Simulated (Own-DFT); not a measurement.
# Response to strain: beta-Si3N4, 112 atoms (N64Si48)

Source: density functional calculations with Own-DFT, an unreviewed in-house program that is no longer used. Nothing was measured or relaxed, and spin and spin-orbit coupling are left out.

Method: PBE; PseudoDojo norm-conserving scalar-relativistic files; cutoff 42 hartree; 2 x 2 x 4 k mesh centred on Gamma; Fermi-Dirac smearing of 0.1 eV.

Keep in mind: forces on such cells moved up to 12 meV/angstrom on a denser k mesh; stress not checked against mesh or cutoff.

Unstrained cell vectors in Å: (15.212, 0.000, 0.000); (-7.606, 13.174, 0.000); (0.000, 0.000, 5.818). The unstrained cell has measured lattice constants (interpolated for alloys), not those of this functional. That, the random moves and any unrelaxed bonds set the pressure at no strain. Each run strains this cell uniformly, with the atoms carried along. All atoms carry random offsets, Gaussian with a width of 0.05 Å per axis. Stress is counted positive in tension, P = -(s_xx + s_yy + s_zz)/3, and strain components are those of the symmetric tensor.

| run | e_xx (%) | e_yy (%) | e_zz (%) | e_yz (%) | e_xz (%) | e_xy (%) | s_xx (GPa) | s_yy (GPa) | s_zz (GPa) | s_yz (GPa) | s_xz (GPa) | s_xy (GPa) | P (GPa) | E (meV/atom) |
|---|---|---|---|---|---|---|---|---|---|---|---|---|---|---|
| 1 | -0.22 | -1.01 | -0.76 | -1.96 | 0.43 | 0.52 | -10.32 | -14.29 | -19.34 | -9.52 | 0.65 | 2.66 | 14.65 | 50.5 |
| 2 | 0.64 | -1.05 | -1.93 | -1.33 | -1.97 | -0.13 | -9.45 | -12.42 | -25.38 | -4.11 | -4.75 | -2.15 | 15.75 | 61.6 |
| 3 | -0.70 | 0.94 | -0.60 | 0.12 | -1.83 | 0.26 | -11.48 | -1.44 | -14.96 | -0.08 | -7.45 | 1.12 | 9.29 | 20.2 |
| 4 | 1.90 | 1.11 | -0.86 | -1.62 | -0.68 | -0.61 | 1.54 | -0.90 | -13.43 | -7.02 | -0.77 | -1.91 | 4.26 | 40.1 |
| 5 | 0.66 | 0.78 | -0.62 | -1.99 | -0.77 | 0.69 | -0.56 | -1.70 | -19.37 | -7.77 | -1.83 | 2.34 | 7.21 | 37.4 |
| 6 | 1.63 | 1.05 | 1.77 | -1.75 | 0.18 | 0.56 | 3.46 | 0.74 | 3.81 | -5.00 | 0.57 | 1.57 | -2.67 | 7.9 |
| 7 | 1.51 | -0.17 | 2.00 | 0.24 | -0.15 | 1.06 | 0.75 | -5.55 | 5.50 | 0.40 | -0.98 | 4.30 | -0.23 | 0.5 |
| 8 | 0.60 | -0.83 | 0.84 | -0.43 | 1.71 | -1.33 | -4.10 | -11.74 | -5.25 | -1.63 | 5.08 | -4.56 | 7.03 | 31.4 |
| 9 | -0.41 | 1.09 | 0.63 | 0.96 | 0.64 | -1.90 | -6.33 | -2.10 | -7.38 | 3.40 | 3.37 | -7.30 | 5.27 | 17.6 |
| 10 | 0.48 | 0.15 | 0.27 | 1.22 | 0.05 | 0.35 | -4.17 | -6.38 | -6.63 | 2.42 | -0.47 | -0.45 | 5.73 | 0.0 |
| 11 | 1.76 | -1.39 | -1.26 | -1.82 | 0.29 | 1.88 | -0.75 | -13.90 | -19.41 | -4.87 | 2.30 | 8.27 | 11.35 | 41.9 |
| 12 | 0.23 | -1.74 | 1.04 | -0.62 | -0.83 | 0.50 | -8.11 | -17.76 | -1.61 | -2.11 | -2.80 | 3.29 | 9.16 | 9.9 |
| 13 | -1.17 | 1.62 | 0.71 | -1.13 | 1.26 | -1.91 | -9.21 | -1.34 | -5.65 | -2.96 | 4.24 | -6.69 | 5.40 | 24.0 |
| 14 | -1.69 | 1.86 | 0.40 | -0.28 | -1.11 | 1.10 | -14.75 | 0.18 | -8.98 | 0.27 | -3.81 | 6.43 | 7.85 | 46.3 |
| 15 | 1.74 | -0.36 | -1.45 | 1.27 | -0.19 | 1.03 | 0.34 | -7.15 | -19.37 | 3.39 | -0.78 | 4.45 | 8.73 | 17.3 |
| 16 | 1.69 | -1.54 | -0.84 | -1.70 | 1.92 | 0.73 | -1.91 | -13.82 | -17.22 | -5.65 | 6.21 | 2.91 | 10.98 | 47.3 |
| 17 | 0.98 | -1.55 | 1.42 | -0.98 | 0.81 | 1.03 | -2.78 | -14.92 | -0.38 | -2.65 | 2.41 | 5.01 | 6.03 | 19.3 |
| 18 | 1.76 | -1.31 | -0.72 | 0.73 | -0.89 | 2.00 | ? | ? | ? | ? | ? | ? | ? | ? |

The last column gives the free energy per atom over the lowest of the runs shown.

## What the rows give

Regress every stress component on the fractional strains (shears doubled) of the visible runs, with a constant. Shear strains stay in the fit of a normal stress only where such slopes are resolved. The slopes, in GPa:

```
stress  at no strain  per e_xx  per e_yy  per e_zz  scatter
  s_xx          -7.4  510 ± 36  136 ± 33   96 ± 31     1.42
  s_yy          -7.7  130 ± 25  558 ± 23    8 ± 21     0.97
  s_zz         -11.2  105 ± 45   37 ± 41  764 ± 38     1.76
```

The slope of each shear stress on twice its own strain, from a fit on all six strains: yz 161 ± 16, xz 153 ± 12, xy 213 ± 15 GPa. These are stiffnesses along x, y and z of the frame in which the cell vectors are given, with the crystal's c axis along z: C11, C12, C13 and C33. Hexagonal symmetry asks that xx and yy behave alike, which is a second check on the noise. The atoms are held to the strained lattice; where symmetry lets them move under strain, relaxing them would lower some slopes. The table should be nearly symmetric about its diagonal, and what it lacks of that shows the noise. A ninth of the table's sum, 260 ± 8 GPa, estimates the bulk modulus near the mean pressure of these runs, 7.4 GPa, so it lies above the value at zero pressure.

## Withheld run

Asked: what normal stresses and pressure should run 18 give?

From the fit: s_xx = -0.9, s_yy = -12.8, s_zz = -15.3 and P = 9.7 GPa. The hidden result is 0.30, -13.62, -15.71 and P = 9.68 GPa.
